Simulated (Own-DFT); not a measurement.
GaP (zincblende, strongly disordered by large displacements) (calculated)

Computed with Own-DFT development build. A calculation, not a measurement: plane-wave PBE density functional theory by an unreviewed code, no spin, of a simulated periodic cell, stress positive in tension, free energy of the whole cell less one offset for each atom, forces on such cells passed a denser k mesh, this cell's mesh not checked; broken bonds can close the gap or carry spin, so checks made on this kind of crystal may not hold here; offsets are fitted by least squares, one for each functional and potential file, so energies compare only between cells with the same atoms and settings and are not formation energies; the far tail of each file's local potential was reset to the Coulomb form; each entry is a single point on an unrelaxed cell, so the pressure reflects the starting lattice, mostly measured values (interpolated for alloys), from which strain is counted, and rises with the displacements; printed positions are rounded, which can move forces by about a meV/angstrom; the program, named Own-DFT, is a retired in-house code; no spin-orbit coupling.

Common to all runs: functional PBE; potential files PseudoDojo norm-conserving, scalar-relativistic, standard set; wave cutoff 42 hartree; occupations Fermi-Dirac; smearing width 0.1 eV; hardware one NVIDIA H100; k mesh 3 x 3 x 3 centred on Gamma.

(1) GaP (zincblende, strongly disordered by large displacements)

```xyz
64
Lattice="10.9010 0.0000 0.0000 0.0000 10.9010 0.0000 0.0000 0.0000 10.9010" Properties=species:S:1:pos:R:3 GaP
Ga     0.1720    10.4734    10.5103
Ga    10.8411     2.4163     2.7705
Ga     2.2302     0.1514     2.6758
Ga     2.7008     3.1314    10.0320
P      1.6457     2.2409     1.8684
P      1.5680     4.2019     4.3009
P      4.4717     1.7665     4.9198
P      3.9855     4.2404     1.2214
Ga     0.3582     0.1926     5.7046
Ga     0.3512     2.2906     8.2993
Ga     2.7735    10.4215     8.0016
Ga     2.7157     2.5744     5.0515
P      1.5280     1.3897     7.0959
P      0.8270     3.4908     9.7299
P      4.5007     1.3858     9.6567
P      4.7179     4.0930     6.8016
Ga     0.0898     5.6682     0.7452
Ga    10.5830     7.9302     2.5367
Ga     2.7662     5.9389     2.5198
Ga     2.8622     7.6268     0.0360
P      1.8139     7.3894     1.6578
P      1.7791     9.9540     4.3896
P      3.6922     7.0918     3.7242
P      3.9493     9.7089     1.1970
Ga     0.3199     5.3694     5.4946
Ga     0.8008     8.7314     8.0709
Ga     3.2098     5.3985     8.1812
Ga     2.5623     7.8647     5.2529
P      1.5091     6.6206     6.3000
P      1.7898     9.4823     9.5581
P      4.4275     7.4797     9.8063
P      4.2650     9.0862     6.5660
Ga     5.6794     0.3018    10.7473
Ga     4.8667     3.0808     2.8952
Ga     7.6610    10.2691     2.1228
Ga     7.8632     2.9566     0.0672
P      6.4836     1.1084     1.6196
P      7.2970     4.6847     4.2578
P      9.4377     1.4569     3.7669
P      9.7268     3.4179     1.2364
Ga     6.0462    10.8685     5.2623
Ga     5.5410     2.6558     7.9801
Ga     8.4685     0.2218     7.9444
Ga     8.7345     2.7466     5.5318
P      7.3482     1.8940     7.4608
P      6.6610     3.9177     9.4720
P      9.8882     1.6458     9.9766
P      9.7249     4.2569     6.2330
Ga     4.9501     5.5938     0.1708
Ga     4.8422     8.6559     2.8454
Ga     7.8604     4.6185     2.4394
Ga     8.0100     8.1711     0.3917
P      6.8386     6.6739     0.7656
P      6.6962     9.5141     3.6237
P      9.3938     6.8056     3.5627
P      9.4270     9.0989     1.5388
Ga     5.6332     4.7017     5.2504
Ga     5.3330     8.2911     8.0935
Ga     8.8573     5.4844     7.9099
Ga     8.0728     8.8455     5.8351
P      6.8521     7.2749     7.1490
P      6.6896     9.5488     9.3597
P      9.9475     7.4611     9.9562
P      9.7767    10.0089     6.3202
```

Results for GaP (zincblende, strongly disordered by large displacements): free energy of cell above offsets 41.263 eV; pressure 21.1 GPa; stress xx -24.68 GPa; stress yy -16.49 GPa; stress zz -22.13 GPa; stress yz 1.42 GPa; stress xz 3.84 GPa; stress xy -2.4 GPa; wall time 646.1 s.

Force:
| element | x (eV/Å) | y (eV/Å) | z (eV/Å) |
| --- | --- | --- | --- |
| Ga | -3.214 | 1.524 | 2.076 |
| Ga | -0.753 | 2.177 | 2.372 |
| Ga | 1.326 | 0.853 | -2.798 |
| Ga | 7.897 | -1.655 | 1.769 |
| P | 6.925 | -1.801 | -3.241 |
| P | 0.968 | -0.046 | -4.01 |
| P | 6.219 | -2.53 | -1.762 |
| P | -4.443 | -3.158 | 1.919 |
| Ga | 3.417 | 3.414 | -4.078 |
| Ga | -6.171 | -0.137 | -1.486 |
| Ga | 3.584 | 2.969 | -2.736 |
| Ga | -5.214 | 1.197 | 2.108 |
| P | 5.975 | -2.746 | -5.058 |
| P | -4.716 | 6.831 | 4.613 |
| P | -6.514 | 4.257 | -5.448 |
| P | -6.611 | 0.99 | 3.93 |
| Ga | -1.073 | -0.074 | -0.943 |
| Ga | 7.997 | -0.467 | 1.371 |
| Ga | -0.403 | -11.6 | -1.252 |
| Ga | -2.036 | 2.828 | -1.869 |
| P | -7.486 | 3.727 | 0.873 |
| P | -0.749 | -1.848 | 1.333 |
| P | 6.881 | 1.176 | 4.522 |
| P | -1.278 | 1.701 | -1.282 |
| Ga | -3.953 | -0.743 | -3.791 |
| Ga | -5.735 | -4.921 | -6.185 |
| Ga | -0.309 | 0.255 | 0.211 |
| Ga | 2.29 | 6.16 | -0.902 |
| P | 1.136 | 1.721 | 9.35 |
| P | 3.707 | 0.319 | 7.153 |
| P | 3.032 | -3.426 | -1.73 |
| P | -3.013 | 3.268 | -3.319 |
| Ga | 2.479 | -5.274 | 1.905 |
| Ga | 1.463 | -1.559 | 1.12 |
| Ga | 3.939 | 3.232 | -3.594 |
| Ga | 0.015 | -1.982 | 1.063 |
| P | 0.899 | 3.883 | 0.946 |
| P | 2.203 | -0.492 | 4.412 |
| P | -3.871 | -3.757 | 3.982 |
| P | -1.648 | 3.899 | -0.889 |
| Ga | -0.826 | 0.668 | 1.97 |
| Ga | -2.475 | -2.43 | 3.118 |
| Ga | 1.118 | -3.308 | 2.14 |
| Ga | -4.302 | -5.166 | -2.476 |
| P | 2.451 | 0.77 | -3.788 |
| P | 0.619 | 3.14 | -0.357 |
| P | -0.642 | -1.886 | -0.2 |
| P | 0.681 | 2.321 | 4.989 |
| Ga | 4.463 | 3.501 | -3.83 |
| Ga | 0.914 | -0.073 | -0.439 |
| Ga | 2.956 | 1.072 | -8.142 |
| Ga | 0.849 | 2.48 | -5.567 |
| P | -3.311 | -6.101 | 3.138 |
| P | -1.581 | -3.798 | 6.376 |
| P | -3.211 | -4.331 | 4.437 |
| P | 0.243 | 7.795 | -3.273 |
| Ga | -1.306 | 3.262 | -3.234 |
| Ga | 0.576 | 0.629 | 1.957 |
| Ga | -1.54 | 1.665 | 2.113 |
| Ga | -2.658 | -2.179 | -1.215 |
| P | 4.319 | -3.29 | -2.697 |
| P | 2.623 | 1.827 | 1.465 |
| P | 0.072 | -1.453 | -1.361 |
| P | -3.194 | -3.277 | 4.225 |

(2) GaP (zincblende, strongly disordered by large displacements)

```xyz
64
Lattice="10.9010 0.0000 0.0000 0.0000 10.9010 0.0000 0.0000 0.0000 10.9010" Properties=species:S:1:pos:R:3 GaP
Ga    10.8680    10.8775     0.2672
Ga    10.4088     2.7709     2.6280
Ga     3.3547    10.7993     2.6624
Ga     2.6322     2.4999    10.5494
P      1.2925     1.3138     1.4161
P      1.2664     4.5728     4.2750
P      4.6575     1.8540     4.3129
P      4.2813     3.9907     1.5066
Ga    10.7455     0.1366     5.5458
Ga     0.3444     3.0159     8.1089
Ga     2.4490    10.7126     8.3205
Ga     2.5312     2.5440     5.6348
P      1.5133     0.9318     7.0608
P      1.1185     4.3230     9.5071
P      3.9957     1.5512     9.4758
P      4.5297     4.2207     6.4721
Ga    10.8122     5.4149    10.8433
Ga     0.1465     8.2602     3.2648
Ga     2.7340     5.1261     1.7716
Ga     2.4000     8.3213     0.3835
P      1.7074     6.7103     1.4731
P      1.3504     9.7183     3.8240
P      3.9524     7.1552     3.8933
P      3.5935     9.1965     1.6297
Ga     0.1355     5.2230     5.7074
Ga    10.5379     8.4717     7.0405
Ga     3.0016     5.3057     8.1402
Ga     2.9384     8.5893     5.4996
P      1.5293     6.9126     6.8972
P      1.1287    10.4463     9.6788
P      4.3243     6.3320     9.4294
P      4.0390     9.4078     7.2394
Ga     5.5288    10.5145    10.4415
Ga     5.6661     2.1906     2.6951
Ga     8.3201     0.1948     2.6900
Ga     8.3887     2.3339    10.7623
P      6.5095     1.1828     1.1593
P      6.7001     4.2020     3.8616
P     10.2112     1.7354     4.2225
P      9.8199     4.3575     1.6847
Ga     5.2748     0.3438     5.5230
Ga     5.6116     3.2064     7.9861
Ga     8.4597     0.0768     8.4457
Ga     8.1811     2.6933     5.5856
P      6.7838     1.6999     6.9714
P      6.4751     4.6157     9.8145
P      9.4612     1.2938     9.5725
P      9.6772     3.4216     6.5780
Ga     5.6198     5.5110     0.4037
Ga     5.1710     8.1804     2.1123
Ga     8.2723     4.6930     2.7946
Ga     8.1983     7.9700     0.3103
P      6.7574     7.2664     1.5886
P      6.5363     9.9794     3.9575
P      9.7122     6.8627     3.1323
P      9.5955     9.8550     1.9236
Ga     5.6391     5.7856     5.0489
Ga     5.5128     7.5005     8.4417
Ga     8.2444     5.6520     8.6149
Ga     7.5634     7.9116     5.7555
P      6.3909     6.3046     6.8064
P      6.5161     8.8678     9.4471
P      9.7910     6.7808     8.9107
P      9.4583    10.0494     6.7259
```

The calculation gives: free energy of cell above offsets 37.149 eV; pressure 19.17 GPa; stress xx -20.31 GPa; stress yy -18.14 GPa; stress zz -19.05 GPa; stress yz -3 GPa; stress xz 4.97 GPa; stress xy 1.72 GPa; wall time 615.3 s.

Force:
| element | x (eV/Å) | y (eV/Å) | z (eV/Å) |
| --- | --- | --- | --- |
| Ga | -4.526 | 1.049 | 4.393 |
| Ga | 4.923 | -2.097 | -3.038 |
| Ga | -2.059 | 7.654 | 4.329 |
| Ga | -4.317 | 2.86 | 4.321 |
| P | 1.832 | 2.197 | 0.955 |
| P | 4.966 | -3.607 | -5.697 |
| P | -7.408 | 1.089 | 3.076 |
| P | 4.036 | -4.407 | -1.049 |
| Ga | 4.641 | 0.768 | -2.498 |
| Ga | -1.343 | -3.72 | -1.815 |
| Ga | 9.31 | -2.854 | 0.105 |
| Ga | 0.578 | 1.528 | -0.955 |
| P | -4.064 | 6.225 | -5.567 |
| P | 4.639 | -0.651 | 0.226 |
| P | 5.054 | -3.076 | -4.025 |
| P | -3.799 | 0.403 | -1.05 |
| Ga | -0.784 | 3.234 | 1.053 |
| Ga | 0.865 | 0.143 | -1.202 |
| Ga | -0.707 | -2.12 | 3.339 |
| Ga | -3.368 | -0.225 | -7.523 |
| P | -6.876 | 3.132 | -0.375 |
| P | 3.891 | 4.403 | 3.88 |
| P | 0.87 | -1.24 | 0.488 |
| P | 0.724 | 1.633 | -2.562 |
| Ga | -3.617 | 2.676 | 4.633 |
| Ga | 4.469 | -6.807 | 2.287 |
| Ga | -1.871 | -0.916 | -1.818 |
| Ga | -1.33 | -1.191 | -1.3 |
| P | -0.831 | 0.703 | -0.961 |
| P | -0.817 | -5.335 | 0.724 |
| P | -3.758 | -2.148 | 6.083 |
| P | 1.362 | 0.876 | -0.177 |
| Ga | -1.951 | 2.167 | 1.111 |
| Ga | 1.245 | 4.166 | -2.717 |
| Ga | -5.355 | 4.22 | 3.193 |
| Ga | -5.706 | 5.353 | 5.374 |
| P | 3.623 | -2.287 | -3.614 |
| P | -2.642 | -2.975 | 2.691 |
| P | -3.608 | -2.469 | 4.802 |
| P | 1.971 | 2.885 | -7.056 |
| Ga | 2.061 | -4.064 | 3.506 |
| Ga | -0.211 | -0.457 | 3.628 |
| Ga | -5.502 | -3.336 | -3.39 |
| Ga | -4.51 | -1.867 | -4.998 |
| P | 0.773 | -3.57 | 0.318 |
| P | 5.013 | -4.76 | -6.104 |
| P | 8.168 | 0.445 | -0.61 |
| P | 4.926 | 4.829 | 4.039 |
| Ga | -2.957 | 3.535 | 5.434 |
| Ga | -0.417 | 0.447 | 5.156 |
| Ga | -1.166 | 3.802 | 0.809 |
| Ga | 3.292 | 2.226 | -2.933 |
| P | 3.819 | -6.714 | 0.733 |
| P | 0.647 | -1.339 | 0.58 |
| P | -4.85 | -4.889 | 0.852 |
| P | 3.935 | -5.46 | -4.242 |
| Ga | -3.987 | -0.278 | -5.357 |
| Ga | -0.293 | 1.65 | -6.086 |
| Ga | -5.759 | -4.384 | -1.354 |
| Ga | 1.062 | 2.338 | -1.794 |
| P | 4.012 | 0.503 | 4.725 |
| P | 5.774 | 4.35 | 2.557 |
| P | 4.815 | 4.353 | 2.287 |
| P | -6.91 | 1.403 | 0.175 |

(3) GaP (zincblende, strongly disordered by large displacements)

```xyz
64
Lattice="10.9010 0.0000 0.0000 0.0000 10.9010 0.0000 0.0000 0.0000 10.9010" Properties=species:S:1:pos:R:3 GaP
Ga    10.7800    10.8407     0.6002
Ga    10.8775     2.5394     3.1140
Ga     2.6281     0.1732     2.7160
Ga     2.9017     2.8571    10.5078
P      1.7362     1.1166     0.9683
P      1.8113     4.6971     4.7396
P      4.4059     1.6074     3.9230
P      3.9981     4.1340     1.3805
Ga     0.0310     0.5507     6.0073
Ga     0.3686     2.6089     8.4318
Ga     2.0193    10.1809     8.0203
Ga     2.7466     3.1773     5.4106
P      1.5873     1.6726     6.2769
P      1.5443     3.9521     9.1850
P      4.8775     1.1763     9.6545
P      3.9542     3.6737     7.0275
Ga    10.7087     5.5989     0.0501
Ga    10.5707     8.7523     2.9890
Ga     2.4960     5.3884     3.0754
Ga     2.6072     8.0926     0.3979
P      1.1144     7.0438     1.0045
P      1.4930     8.9717     3.9480
P      3.8410     6.7420     3.2058
P      3.7184     9.1569     1.5753
Ga    10.8183     5.5846     5.6301
Ga     0.0782     7.9888     7.8616
Ga     3.0183     5.6185     8.1902
Ga     2.3817     8.0166     5.4163
P      1.2151     6.7220     6.6270
P      1.9791     9.0581     9.5987
P      4.4758     6.6886    10.0479
P      4.2724     9.9906     6.6507
Ga     5.4547     0.1228     0.2736
Ga     5.4953     2.5672     2.6588
Ga     8.3599    10.2696     2.8255
Ga     8.2456     2.8577    10.7483
P      6.3343     1.2004     1.5719
P      6.8051     4.6697     4.3503
P      9.7831     1.4116     4.2606
P     10.3413     3.6946     1.6540
Ga     5.1440     0.0684     4.9537
Ga     5.5445     2.9305     8.1021
Ga     8.5116     0.5005     8.2191
Ga     8.6330     2.8328     5.4701
P      6.5801     1.1496     7.1293
P      6.7597     3.9475     9.8947
P      9.1499     1.4752     9.7670
P      9.6996     4.3030     6.5922
Ga     5.7907     5.4348    10.6708
Ga     5.1108     8.1998     3.3328
Ga     7.9551     5.4414     2.9294
Ga     7.9301     8.4525     0.0990
P      6.8415     7.2497     1.1263
P      6.4257     9.1084     4.8857
P      9.5598     6.9351     4.5768
P      9.5349     9.3896     0.6465
Ga     5.3243     5.7824     5.1960
Ga     5.8875     8.1514     7.7523
Ga     8.3930     5.8367     7.8980
Ga     8.4984     8.1901     5.6025
P      7.1896     7.0011     6.6196
P      6.9697     9.8327     8.8079
P      9.5674     7.1464     9.5494
P      9.4712     9.9514     7.1479
```

The calculation gives: free energy of cell above offsets 42.671 eV; pressure 20.96 GPa; stress xx -20.78 GPa; stress yy -22.87 GPa; stress zz -19.24 GPa; stress yz 2.27 GPa; stress xz -0.08 GPa; stress xy -3.64 GPa; wall time 622.1 s.

Force:
| element | x (eV/Å) | y (eV/Å) | z (eV/Å) |
| --- | --- | --- | --- |
| Ga | 3.941 | 5.685 | -1.441 |
| Ga | 5.545 | 0.251 | 0.395 |
| Ga | 1.041 | -1.76 | 1.556 |
| Ga | 1.729 | -1.261 | 1.627 |
| P | -1.012 | 1.348 | -0.502 |
| P | -6.288 | 2.601 | 1.464 |
| P | -7.947 | 0.165 | 3.128 |
| P | 0.165 | -0.25 | 0.174 |
| Ga | -4.667 | -4.676 | -0.896 |
| Ga | -4.93 | -4.533 | -3.646 |
| Ga | 1.704 | 4.074 | -5.437 |
| Ga | 4.263 | -5.728 | -1.262 |
| P | 3.06 | 0.008 | 4.327 |
| P | 2.485 | 6.046 | 3.043 |
| P | -3.852 | 3.632 | -5.502 |
| P | 0.283 | 3.989 | 0.881 |
| Ga | 0.118 | -1.709 | -0.823 |
| Ga | -2.834 | -1.725 | -1.331 |
| Ga | -2.666 | -2.793 | -8.355 |
| Ga | 3.262 | -2.051 | -3.646 |
| P | -4.702 | -4.094 | 4.911 |
| P | -0.027 | 5.675 | -3.295 |
| P | 2.169 | 0.548 | 1.958 |
| P | 5.653 | 5.757 | 4.217 |
| Ga | 0.816 | -0.513 | -4.598 |
| Ga | -1.287 | 2.996 | 3.098 |
| Ga | 0.234 | 0.058 | 0.262 |
| Ga | 4.884 | -0.264 | 2.78 |
| P | 4.958 | 0.139 | 3.928 |
| P | -2.58 | -1.082 | 0.508 |
| P | -5.989 | 5.622 | -4.78 |
| P | -2.429 | -3.158 | 2.51 |
| Ga | -2.264 | -8.46 | -0.5 |
| Ga | 0.719 | 9.681 | -1.501 |
| Ga | -0.735 | 0.812 | 0.501 |
| Ga | -0.375 | 2.91 | 6.192 |
| P | 9.114 | -0.712 | 1.58 |
| P | 0.208 | -6.735 | 1.093 |
| P | -3.933 | -4.976 | 1.497 |
| P | -3.897 | 5.135 | -5.928 |
| Ga | 2.903 | -1.885 | 1.631 |
| Ga | 2.853 | -1.453 | 2.096 |
| Ga | -3.877 | -0.257 | -3.145 |
| Ga | -3.381 | -0.246 | -0.098 |
| P | 0.802 | 0.517 | -2.158 |
| P | 1.127 | -1.926 | -5.08 |
| P | 8.193 | -1.941 | 1.725 |
| P | -2.585 | -3.62 | 6.052 |
| Ga | 1.295 | 0.443 | 5.801 |
| Ga | 4.192 | 4.398 | -1.315 |
| Ga | 3.833 | 2.901 | -4.358 |
| Ga | -1.622 | 1.3 | -6.986 |
| P | -4.289 | -5.691 | 5.275 |
| P | 0.413 | 0.789 | -0.742 |
| P | 2.398 | -2.163 | -7.397 |
| P | 1.736 | -1.571 | 3.292 |
| Ga | -3.393 | 1.933 | 2.007 |
| Ga | -3.524 | 2.072 | 2.237 |
| Ga | 1.607 | -2.09 | 2.466 |
| Ga | -0.733 | 7.194 | 1.755 |
| P | -3.588 | -3.906 | -0.569 |
| P | -0.818 | -0.458 | 2.949 |
| P | -0.799 | -1.331 | -0.535 |
| P | 3.319 | -3.663 | -3.088 |

(4) GaP (zincblende, strongly disordered by large displacements)

```xyz
64
Lattice="10.9010 0.0000 0.0000 0.0000 10.9010 0.0000 0.0000 0.0000 10.9010" Properties=species:S:1:pos:R:3 GaP
Ga    10.3573     0.0996    10.6158
Ga    10.5072     2.5177     2.6775
Ga     2.6391    10.7300     2.2762
Ga     2.9746     2.2963     0.6085
P      1.4711     1.4197     1.5977
P      1.5031     3.8926     4.7159
P      4.2747     1.7482     4.0742
P      3.9374     4.3424     1.2956
Ga    10.4712     0.1536     5.5388
Ga    10.6689     3.1344     8.3285
Ga     2.5934    10.5505     7.8372
Ga     2.9598     2.8212     5.4171
P      1.7340     1.0483     6.6105
P      1.2282     4.7384     9.8575
P      4.2007     1.9355     8.9773
P      4.5459     4.1552     7.1936
Ga    10.7697     5.6205     0.1579
Ga     0.1573     7.5293     2.6308
Ga     2.4424     4.9328     3.5515
Ga     2.7961     8.2652     0.2561
P      1.4326     6.7353     1.6355
P      0.9271     9.1262     4.0595
P      3.6504     6.0644     5.0646
P      4.4177     9.7824     1.1944
Ga     0.1020     4.9106     5.2862
Ga     0.7654     8.1250     8.6277
Ga     2.4875     5.1602     8.5882
Ga     2.9504     7.7760     5.4907
P      1.9614     6.0396     7.0714
P      1.9965     9.1637     9.4975
P      4.4403     6.3756     9.7581
P      4.2413     9.6624     6.2355
Ga     6.0786    10.6423    10.5769
Ga     5.3293     2.7774     2.5919
Ga     7.8743    10.4087     2.1071
Ga     7.9630     2.4823     0.5315
P      7.0453     0.9418     1.3397
P      6.3244     3.8591     4.0589
P      9.3632     1.8953     3.9639
P      9.3759     4.2238     0.9357
Ga     5.6715    10.8997     5.1607
Ga     5.8171     2.4208     8.1911
Ga     8.2186     0.2971     7.8887
Ga     8.1080     3.0487     5.9279
P      6.6769     1.5392     6.8367
P      7.3716     4.0981    10.1822
P      9.9186     1.9402     9.4585
P     10.2654     3.8671     6.7002
Ga     5.8311     5.6696    10.7831
Ga     5.3909     8.5692     2.8479
Ga     7.8095     5.1618     2.6647
Ga     8.0131     7.6525    10.8574
P      6.9819     7.2827     1.4230
P      6.9923    10.1215     3.6852
P      8.7961     6.2947     4.7265
P      9.2312     9.3932     1.4767
Ga     5.9581     4.9847     5.4553
Ga     5.3452     7.8558     9.1739
Ga     7.5674     5.3261     8.1493
Ga     8.1146     8.1579     6.3426
P      7.1122     6.5890     6.9047
P      6.9328     8.8860     9.6786
P      9.8167     6.4554     8.8701
P      9.9784     9.4962     6.5053
```

It finds free energy of cell above offsets 60.445 eV; pressure 25.32 GPa; stress xx -23.5 GPa; stress yy -25.46 GPa; stress zz -27 GPa; stress yz 8.8 GPa; stress xz 7.82 GPa; stress xy 0.33 GPa; wall time 618.5 s.

Force:
| element | x (eV/Å) | y (eV/Å) | z (eV/Å) |
| --- | --- | --- | --- |
| Ga | 0.835 | -1.384 | 1.436 |
| Ga | 7.051 | 4.518 | -7.511 |
| Ga | 0.908 | -2.252 | 2.971 |
| Ga | 4.012 | 3.274 | -3.59 |
| P | -5.907 | -0.313 | 0.404 |
| P | -2.97 | -10.1 | -0.792 |
| P | -1.182 | -4.313 | 0.732 |
| P | 0.318 | -0.67 | 1.056 |
| Ga | 3.211 | 7.467 | -5.395 |
| Ga | 8.182 | 3.729 | 2.127 |
| Ga | 3.218 | -0.964 | 0.98 |
| Ga | 4.698 | -3.689 | 4.83 |
| P | -2.917 | 2.73 | -2.195 |
| P | -3.654 | -6.396 | 3.948 |
| P | -9.396 | -3.657 | 5.745 |
| P | -0.943 | -0.702 | -0.301 |
| Ga | -1.188 | 3.906 | 0.926 |
| Ga | -10.04 | 6.521 | 7.882 |
| Ga | 6.691 | 6.874 | -10.18 |
| Ga | 2.434 | -2.31 | 3.325 |
| P | 8.803 | -6.181 | -7.197 |
| P | 1.538 | 1.001 | 0.657 |
| P | 3.98 | -6.121 | -1.007 |
| P | -1.043 | -0.124 | -0.888 |
| Ga | -6.897 | 11.84 | -1.528 |
| Ga | -8.9 | -7.417 | -6.153 |
| Ga | 11.38 | -2.712 | 2.034 |
| Ga | -3.349 | 9.08 | 1.031 |
| P | -3.827 | 6.733 | -10.55 |
| P | 4.887 | 8.169 | 2.686 |
| P | -13.76 | -4.189 | -2.058 |
| P | -1.294 | -1.819 | 2.102 |
| Ga | -2.134 | 1.853 | -0.083 |
| Ga | -0.739 | -0.207 | -4.736 |
| Ga | 2.003 | -0.246 | 0.442 |
| Ga | 3.61 | 1.938 | -2.054 |
| P | -8.476 | 6.782 | -2.536 |
| P | 5.635 | -4.584 | -6.731 |
| P | -6.915 | -4.841 | 8.449 |
| P | -1.351 | -1.75 | 3.609 |
| Ga | -1.124 | 2.443 | 0.324 |
| Ga | 2.448 | 8.157 | 5.017 |
| Ga | 1.947 | -1.406 | 1.04 |
| Ga | 1.163 | 0.618 | -1.315 |
| P | 5.326 | -5.836 | -8.823 |
| P | -0.952 | 2.005 | -2.974 |
| P | -6.724 | -8.408 | 7.21 |
| P | -7.091 | -0.574 | -2.729 |
| Ga | 6.346 | -4 | 6.988 |
| Ga | 0.502 | -1.028 | 0.756 |
| Ga | 0.646 | 1.4 | 0.178 |
| Ga | 10.37 | 0.06 | -6.635 |
| P | -7.016 | -5.065 | 10.25 |
| P | -4.143 | -3.89 | 10.24 |
| P | 1.885 | -0.174 | -1.123 |
| P | 11.18 | -7.352 | -5.837 |
| Ga | -2.998 | 7.667 | 8.772 |
| Ga | 0.632 | 5.782 | -6.05 |
| Ga | 3.561 | -8.048 | 7.85 |
| Ga | 3.872 | 5.454 | -3.024 |
| P | -7.243 | 2.184 | -5.839 |
| P | 3.314 | 5.915 | -3.602 |
| P | 0.043 | 1.226 | 1.632 |
| P | -2.464 | -6.601 | 5.803 |
